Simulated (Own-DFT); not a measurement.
## Calculated data, Si3Ge (diamond-structure random alloy, atoms displaced)

Computed with Own-DFT development build. A calculation, not a measurement: plane-wave PBEsol density functional theory by an unreviewed code, no spin, of a simulated periodic cell, stress positive in tension, free energy of the whole cell less one offset for each atom, forces on such cells passed a denser k mesh, this cell's mesh not checked; offsets are fitted by least squares, one for each functional and potential file, so energies compare only between cells with the same atoms and settings and are not formation energies; the far tail of each file's local potential was reset to the Coulomb form; each entry is a single point on an unrelaxed cell, so the pressure reflects the starting lattice, mostly measured values, from which strain is counted, and rises with the displacements; printed positions are rounded, which can move forces by about a meV/angstrom; the program is a retired in-house code; no spin-orbit coupling.

```xyz
64
Lattice="10.9755 0.0000 0.0000 0.0000 10.9755 0.0000 0.0000 0.0000 10.9755" Properties=species:S:1:pos:R:3:force_x:R:1:force_y:R:1:force_z:R:1 formula=Si3Ge functional=PBEsol potential_files=PseudoDojo_norm-conserving,scalar-relativistic,made_for_PBE,standard_set wave_cutoff=42 occupations=Fermi-Dirac smearing_width=0.1 hardware=one_NVIDIA_H100 k_mesh=3_x_3_x_3_centred_on_Gamma free_energy_of_cell_above_offsets=-1.435 pressure=1.13 stress_xx=-1.11 stress_yy=-1.11 stress_zz=-1.16 stress_yz=-0.25 stress_xz=0.06 stress_xy=-0.48 wall_time=377.1
Si     0.0075    10.9432    10.9240     -0.638       0.35      1.529
Si     0.1047     2.7385     2.7420     -1.335      0.178     -0.531
Si     2.7542    10.9704     2.6385     -0.243      -0.22      0.683
Si     2.8568     2.7914    10.9584      -1.24     -0.298     -0.183
Si     1.3881     1.4054     1.3264      0.355     -0.225     -0.493
Si     1.3411     4.0899     4.1434      -0.77     -0.527      0.698
Si     4.1004     1.3194     4.1449       1.14     -0.647     -1.139
Si     4.1689     4.0999     1.3308     -0.009      1.193      0.268
Ge     0.0152    10.9557     5.4361     -0.874       0.91      0.878
Si    10.9654     2.8135     8.2090      1.083     -0.042       0.33
Si     2.7420     0.0433     8.1423     -0.223     -1.098     -0.033
Ge     2.7732     2.7101     5.4100       0.03      0.761      0.956
Si     1.4031     1.4353     6.8401     -0.728      -0.19      0.011
Si     1.3973     4.2111     9.6534     -0.694     -0.764      0.235
Ge     4.0568     1.3100     9.5551      0.604      0.208      0.778
Si     4.1238     4.1784     6.8503     -0.241      -1.05      0.441
Ge    10.8908     5.6037     0.1185       0.11     -0.595     -1.161
Si     0.0010     8.1999     2.8032      -0.02     -0.248     -0.789
Ge     2.5647     5.3982     2.8069      2.521      0.502     -0.941
Si     2.7451     8.1496     0.0574     -0.468       1.04     -1.186
Si     1.4688     6.8253     1.3547     -1.433      0.634      1.268
Si     1.3113     9.6327     4.1114      1.347     -0.469     -0.701
Si     4.1965     6.7238     4.1173     -2.409      0.994      0.235
Si     4.0763     9.5266     1.2867      0.684      0.604       0.97
Si     0.0385     5.5174     5.4655     -0.411      -0.13      0.828
Si    10.9751     8.1703     8.1149     -1.347      0.786      1.416
Si     2.7456     5.4470     8.2528     -0.138      0.783     -0.316
Si     2.7119     8.3290     5.5767      0.437     -0.944     -1.441
Si     1.4052     6.9349     6.9041      0.485     -1.384     -0.761
Ge     1.2878     9.6186     9.5739      1.204     -0.926     -0.629
Si     4.0349     6.8276     9.6765       0.43      0.004     -0.997
Si     4.1685     9.5240     6.8925     -0.484      0.838      0.216
Si     5.5103     0.0033     0.0434     -1.275     -1.805     -1.844
Si     5.4971     2.7987     2.7162     -0.019     -0.959      0.394
Si     8.1564     0.1428     2.7851      0.093     -1.276     -1.398
Si     8.2350     2.7410     0.0483     -0.192     -0.394     -0.381
Si     6.7455     1.3406     1.2495      1.361      1.418      1.939
Ge     6.9612     4.1344     4.1307     -2.295     -0.839      0.944
Si     9.6028     1.3962     4.0177      0.386      0.559      0.854
Si     9.5256     4.1123     1.3707      1.343     -0.716      0.535
Si     5.5234    10.8519     5.5368     -1.274      1.749      0.733
Ge     5.5298     2.7576     8.3115     -1.323     -0.425     -1.464
Si     8.2018     0.0707     8.3257      -0.35     -0.257     -1.145
Si     8.2222     2.7520     5.4749      0.656     -0.954      0.117
Si     6.7971     1.4242     6.8249      0.705     -0.735      0.219
Ge     6.8953     4.0774     9.5707     -0.118      0.377      1.819
Ge     9.6683     1.4219     9.6076     -0.368     -0.024      0.234
Si     9.5918     4.0553     6.8454      0.299      0.866     -0.535
Si     5.5487     5.6024    10.8920     -0.775     -1.647       0.32
Ge     5.4364     8.1543     2.7945      0.201      1.313      -0.14
Ge     8.2079     5.3903     2.7659      0.884      1.688     -0.842
Si     8.2555     8.3115     0.0513     -1.735      -1.39     -1.727
Ge     6.8123     6.8252     1.3823      1.115       0.69     -0.082
Ge     6.9045     9.6740     4.2428      0.038     -0.698     -2.071
Si     9.5613     6.8202     4.1255      1.171     -0.583     -0.838
Si     9.5409     9.4940     1.3463       1.41      2.321      1.697
Si     5.4172     5.4813     5.5088      1.558     -0.264      0.198
Si     5.4303     8.1279     8.2329      0.163     -0.139      0.269
Ge     8.1477     5.4095     8.1949      1.369      0.957      -0.43
Ge     8.2255     8.1396     5.3992      0.311      0.861      1.862
Si     6.8500     6.8364     6.8402     -0.696     -0.071     -0.186
Si     6.7977     9.5512     9.5015      0.364      0.474      1.237
Si     9.5134     6.8848     9.5943      0.373      0.273     -0.309
Si     9.5676     9.6518     6.9128     -0.104     -0.399     -0.421
```

Units: wave_cutoff in hartree; smearing_width, free_energy_of_cell_above_offsets in eV; pressure, stress_xx, stress_yy, stress_zz, stress_yz, stress_xz, stress_xy in GPa; wall_time in s; force_x, force_y, force_z in eV/Å.
